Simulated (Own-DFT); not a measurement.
Simulation results for Si3N4 (beta silicon nitride, strained, atoms displaced)

All values are calculated (Own-DFT development build). A calculation, not a measurement: plane-wave PBE density functional theory by an unreviewed code, no spin, of a simulated periodic cell, stress positive in tension, free energy of the whole cell less one offset for each atom, forces on such cells moved up to 12 meV/angstrom on a denser k mesh; offsets are fitted by least squares, one for each functional and potential file, so energies compare only between cells with the same atoms and settings and are not formation energies; the far tail of each file's local potential was reset to the Coulomb form; each entry is a single point on an unrelaxed cell, so the pressure reflects the starting lattice, mostly measured values (interpolated for alloys), from which strain is counted, and rises with the displacements; printed positions are rounded, which can move forces by about a meV/angstrom; the program, named Own-DFT, is a retired in-house code; no spin-orbit coupling; before rounding, a Quantum ESPRESSO 7.3.1 run of the same cell and cutoff gave forces within 1 meV/angstrom rms on each cell, which checks the program and not the settings.

Si3N4 (beta silicon nitride, strained, atoms displaced)

```cif
# cell vector a (Å): 15.2558 -0.1182 0.1585
# cell vector b (Å): -7.7302 13.1049 -0.2310
# cell vector c (Å): 0.0606 -0.0670 5.8654
data_Si3N4
_symmetry_space_group_name_H-M 'P 1'
_symmetry_Int_Tables_number 1
_cell_length_a 15.2571
_cell_length_b 15.2167
_cell_length_c 5.8661
_cell_angle_alpha 91.734
_cell_angle_beta 88.808
_cell_angle_gamma 120.984
_cell_volume 1167.01
loop_
_atom_site_label
_atom_site_type_symbol
_atom_site_fract_x
_atom_site_fract_y
_atom_site_fract_z
_atom_site_occupancy
Si1 Si 0.08754 0.38704 0.13301 1
Si2 Si 0.11317 0.20128 0.13850 1
Si3 Si 0.30215 0.41605 0.11406 1
Si4 Si 0.41315 0.11650 0.38751 1
Si5 Si 0.39344 0.30341 0.36695 1
Si6 Si 0.19867 0.08672 0.36757 1
N1 N 0.16467 0.01364 0.13734 1
N2 N 0.48172 0.14737 0.13366 1
N3 N 0.34696 0.33609 0.12696 1
N4 N 0.33465 0.48701 0.37647 1
N5 N 0.00967 0.34577 0.37923 1
N6 N 0.15144 0.16865 0.37110 1
N7 N 0.17236 0.34008 0.12499 1
N8 N 0.32957 0.16252 0.37772 1
Si7 Si 0.08648 0.38646 0.63206 1
Si8 Si 0.11380 0.19899 0.61185 1
Si9 Si 0.29772 0.41231 0.62675 1
Si10 Si 0.41914 0.11884 0.87019 1
Si11 Si 0.38825 0.30097 0.85817 1
Si12 Si 0.20731 0.09543 0.86425 1
N9 N 0.17180 0.01895 0.62905 1
N10 N 0.48608 0.15256 0.62775 1
N11 N 0.34909 0.33227 0.62920 1
N12 N 0.33640 0.49125 0.86900 1
N13 N 0.00996 0.34698 0.87363 1
N14 N 0.14894 0.16726 0.85018 1
N15 N 0.16596 0.33250 0.63056 1
N16 N 0.33873 0.16631 0.87582 1
Si13 Si 0.08804 0.88221 0.12181 1
Si14 Si 0.11552 0.70927 0.12054 1
Si15 Si 0.29958 0.92122 0.13452 1
Si16 Si 0.41599 0.61637 0.38017 1
Si17 Si 0.38583 0.80058 0.38016 1
Si18 Si 0.20148 0.58734 0.37417 1
N17 N 0.16637 0.51539 0.12241 1
N18 N 0.48303 0.65060 0.13451 1
N19 N 0.34879 0.83245 0.11773 1
N20 N 0.33381 0.97867 0.37531 1
N21 N 0.01001 0.84538 0.38645 1
N22 N 0.15341 0.66711 0.35878 1
N23 N 0.15728 0.82263 0.12512 1
N24 N 0.33624 0.66516 0.37093 1
Si19 Si 0.08544 0.88424 0.61677 1
Si20 Si 0.10965 0.69445 0.61930 1
Si21 Si 0.29649 0.91224 0.63144 1
Si22 Si 0.41807 0.61763 0.87520 1
Si23 Si 0.38933 0.80192 0.86591 1
Si24 Si 0.20204 0.58666 0.88771 1
N25 N 0.16586 0.51540 0.62379 1
N26 N 0.48331 0.64705 0.62418 1
N27 N 0.34952 0.83433 0.61638 1
N28 N 0.33445 0.98374 0.88515 1
N29 N 0.01149 0.84548 0.86995 1
N30 N 0.15026 0.67152 0.88483 1
N31 N 0.16120 0.83377 0.62080 1
N32 N 0.33806 0.66695 0.88797 1
Si25 Si 0.58622 0.37794 0.12487 1
Si26 Si 0.61350 0.20719 0.14814 1
Si27 Si 0.79624 0.40675 0.13685 1
Si28 Si 0.91176 0.10584 0.37176 1
Si29 Si 0.89088 0.30350 0.37733 1
Si30 Si 0.70563 0.08804 0.36833 1
N33 N 0.66310 0.01499 0.11952 1
N34 N 0.98509 0.15197 0.11612 1
N35 N 0.84920 0.33025 0.13024 1
N36 N 0.83608 0.48747 0.38042 1
N37 N 0.52183 0.35315 0.35855 1
N38 N 0.65764 0.17193 0.37520 1
N39 N 0.66518 0.33435 0.12763 1
N40 N 0.83427 0.17207 0.37022 1
Si31 Si 0.59271 0.38309 0.61992 1
Si32 Si 0.61594 0.20676 0.62820 1
Si33 Si 0.79870 0.41196 0.62432 1
Si34 Si 0.91148 0.11653 0.84672 1
Si35 Si 0.88399 0.30222 0.86974 1
Si36 Si 0.70270 0.08720 0.88201 1
N41 N 0.66666 0.01947 0.62958 1
N42 N 0.97728 0.13953 0.61940 1
N43 N 0.84633 0.33277 0.62424 1
N44 N 0.82890 0.47832 0.86291 1
N45 N 0.51176 0.34733 0.87145 1
N46 N 0.65040 0.16913 0.88991 1
N47 N 0.66865 0.32564 0.61359 1
N48 N 0.82790 0.16169 0.86204 1
Si37 Si 0.58422 0.88179 0.11873 1
Si38 Si 0.61307 0.70496 0.11532 1
Si39 Si 0.79595 0.90935 0.12436 1
Si40 Si 0.91053 0.61512 0.36700 1
Si41 Si 0.88622 0.79691 0.36092 1
Si42 Si 0.69765 0.58533 0.36941 1
N49 N 0.66240 0.51549 0.11075 1
N50 N 0.98022 0.64539 0.11882 1
N51 N 0.85069 0.84004 0.13160 1
N52 N 0.83516 0.98738 0.38299 1
N53 N 0.51388 0.84938 0.35773 1
N54 N 0.65074 0.66323 0.37731 1
N55 N 0.65986 0.83438 0.12346 1
N56 N 0.83123 0.66505 0.37196 1
Si43 Si 0.58724 0.88711 0.62742 1
Si44 Si 0.62462 0.70712 0.63163 1
Si45 Si 0.79953 0.91948 0.63182 1
Si46 Si 0.91527 0.61998 0.86413 1
Si47 Si 0.88663 0.79244 0.88129 1
Si48 Si 0.70529 0.59067 0.87985 1
N57 N 0.66879 0.52492 0.62177 1
N58 N 0.98494 0.65000 0.62532 1
N59 N 0.85798 0.84182 0.62433 1
N60 N 0.84269 0.99029 0.89117 1
N61 N 0.51385 0.84687 0.88166 1
N62 N 0.65651 0.67544 0.87731 1
N63 N 0.66104 0.83070 0.63201 1
N64 N 0.83935 0.67568 0.87200 1
```

```
functional                        : PBE
potential files                   : PseudoDojo norm-conserving, scalar-relativistic, standard set
wave cutoff                       : 42 hartree
occupations                       : Fermi-Dirac
smearing width                    : 0.1 eV
k mesh                            : 2 x 2 x 4 centred on Gamma
free energy of cell above offsets : -7.427 eV
pressure                          : 7.95 GPa
stress xx                         : -7.74 GPa
stress yy                         : -11.94 GPa
stress zz                         : -4.15 GPa
stress yz                         : -2.79 GPa
stress xz                         : 3.44 GPa
stress xy                         : -2.87 GPa
```

Force:
| element | x (eV/Å) | y (eV/Å) | z (eV/Å) |
| --- | --- | --- | --- |
| Si | 0.723 | -2.133 | -1.064 |
| Si | -0.477 | 2.452 | -4.195 |
| Si | -1.579 | 1.523 | 1.411 |
| Si | -1.765 | -1.248 | -1.611 |
| Si | -2.945 | -2.234 | 0.085 |
| Si | 1.257 | 0.489 | 2.88 |
| N | -0.315 | -0.284 | -3.617 |
| N | 0.446 | 0.728 | 0.112 |
| N | 3.165 | -1.167 | -0.882 |
| N | 0.658 | -1.774 | 0.009 |
| N | 5.273 | 3.163 | 0.151 |
| N | 0.979 | -1.313 | -0.88 |
| N | -1.625 | -2.128 | 0.204 |
| N | 1.12 | 2.57 | -0.161 |
| Si | 0.894 | -1.403 | -0.737 |
| Si | -2.158 | 1.75 | 2.132 |
| Si | -0.672 | 0.935 | -1.185 |
| Si | -1.753 | -1.478 | 2.827 |
| Si | -1.858 | -2.358 | 3.071 |
| Si | 0.069 | -1.063 | 1.521 |
| N | -0.996 | -1.349 | -1.953 |
| N | 0.433 | 0.02 | -0.835 |
| N | 0.111 | 1.017 | -2.366 |
| N | 0.566 | -3.063 | 0.767 |
| N | 1.853 | 1.294 | 0.883 |
| N | 1.096 | -0.734 | 3.548 |
| N | -0.981 | -0.384 | -0.409 |
| N | -1.299 | 1.372 | -0.097 |
| Si | -1.408 | -0.763 | 0.185 |
| Si | 1.319 | -8.577 | 1.284 |
| Si | 1.004 | -5.881 | -3.198 |
| Si | -1.753 | -0.025 | 0.434 |
| Si | 0.245 | -2.378 | -4.167 |
| Si | 1.98 | 1.015 | 0.335 |
| N | -0.719 | -0.38 | 0.888 |
| N | 1.715 | 0.119 | -1.891 |
| N | -1.205 | 1.599 | 1.093 |
| N | 0.102 | 3.831 | 4.144 |
| N | 2.513 | 1.339 | -3.052 |
| N | -1.453 | -0.142 | 1.569 |
| N | -0.432 | 11.17 | 0.261 |
| N | -1.701 | 0.857 | 0.714 |
| Si | 0.102 | 0.714 | 1.855 |
| Si | 2.232 | 2.895 | 0.478 |
| Si | -1.17 | -1.366 | -0.288 |
| Si | -1.618 | 1.351 | 0.369 |
| Si | -2.158 | -2.674 | 1.424 |
| Si | 0.72 | 2.564 | -2.037 |
| N | -0.786 | 0.912 | 0.468 |
| N | 2.86 | 1.44 | 0.845 |
| N | -0.599 | 0.991 | 2.632 |
| N | 0.195 | 1.43 | -1.416 |
| N | 2.919 | 1.872 | 1.171 |
| N | 1.865 | -2.28 | -3.246 |
| N | 2.464 | -1.013 | 0.141 |
| N | -1.859 | 0.529 | -0.909 |
| Si | -0.261 | 3.229 | -4.238 |
| Si | 2.144 | -2.695 | -2.044 |
| Si | 0.177 | 1.985 | -1.968 |
| Si | -2.163 | 6.862 | -2.422 |
| Si | -3.944 | -3.753 | -0.228 |
| Si | -0.388 | 0.841 | 0.927 |
| N | 0.07 | -0.669 | 0.752 |
| N | -0.294 | -0.621 | 0.548 |
| N | -1.028 | 1.619 | -0.092 |
| N | -0.092 | -2.726 | -0.316 |
| N | -1.258 | -0.714 | 4.243 |
| N | -1.336 | -0.589 | 0.903 |
| N | 1.066 | 0.265 | 0.164 |
| N | 2.114 | -1.831 | 0.009 |
| Si | -0.548 | 1.331 | 0.56 |
| Si | 3.79 | -6.113 | 1.342 |
| Si | 0.139 | -0.321 | -1.411 |
| Si | -1.996 | 0.831 | 6.228 |
| Si | -0.284 | -3.285 | 0.152 |
| Si | -2.076 | 0.883 | -0.38 |
| N | -0.444 | -1.461 | -1.56 |
| N | 3.844 | 2.304 | -2.918 |
| N | 0.786 | 0.642 | -0.024 |
| N | 0.076 | 2.684 | 3.773 |
| N | 3.939 | 1.567 | -0.695 |
| N | -0.687 | -0.066 | -0.943 |
| N | -3.099 | 6.784 | -0.066 |
| N | 1.889 | 3.154 | 0.101 |
| Si | -0.687 | 1.768 | 0.577 |
| Si | 0.262 | -0.289 | 3.137 |
| Si | -2.126 | 1.833 | 0.439 |
| Si | -0.099 | 1.436 | 0.645 |
| Si | -3.017 | -0.241 | 2.847 |
| Si | 1.396 | 0.9 | -0.694 |
| N | 0.097 | -1.107 | 1.137 |
| N | 0.517 | 0.424 | 0.027 |
| N | 2.319 | -1.899 | -0.954 |
| N | -1.005 | -5.59 | -0.953 |
| N | 0.493 | 0.714 | 3.48 |
| N | -1.892 | 1.511 | -1.385 |
| N | 3.872 | -0.111 | 0.147 |
| N | 0.039 | -0.024 | -0.465 |
| Si | -0.269 | -0.737 | -1.241 |
| Si | -2.333 | -1.543 | -1.761 |
| Si | 1.057 | -2.6 | 0.701 |
| Si | -0.902 | -2.164 | 1.84 |
| Si | -4.237 | 7.684 | -1.794 |
| Si | -0.234 | 1.048 | -1.009 |
| N | 0.084 | -3.938 | 0.677 |
| N | -1.276 | -0.902 | -2.046 |
| N | -1.012 | -0.399 | 0.423 |
| N | -0.904 | -2.73 | -1.023 |
| N | 0.982 | 1.149 | -2.744 |
| N | 1.651 | -1.681 | 0.029 |
| N | 1.372 | 3.109 | -0.343 |
| N | 0.119 | -8.11 | 0.213 |
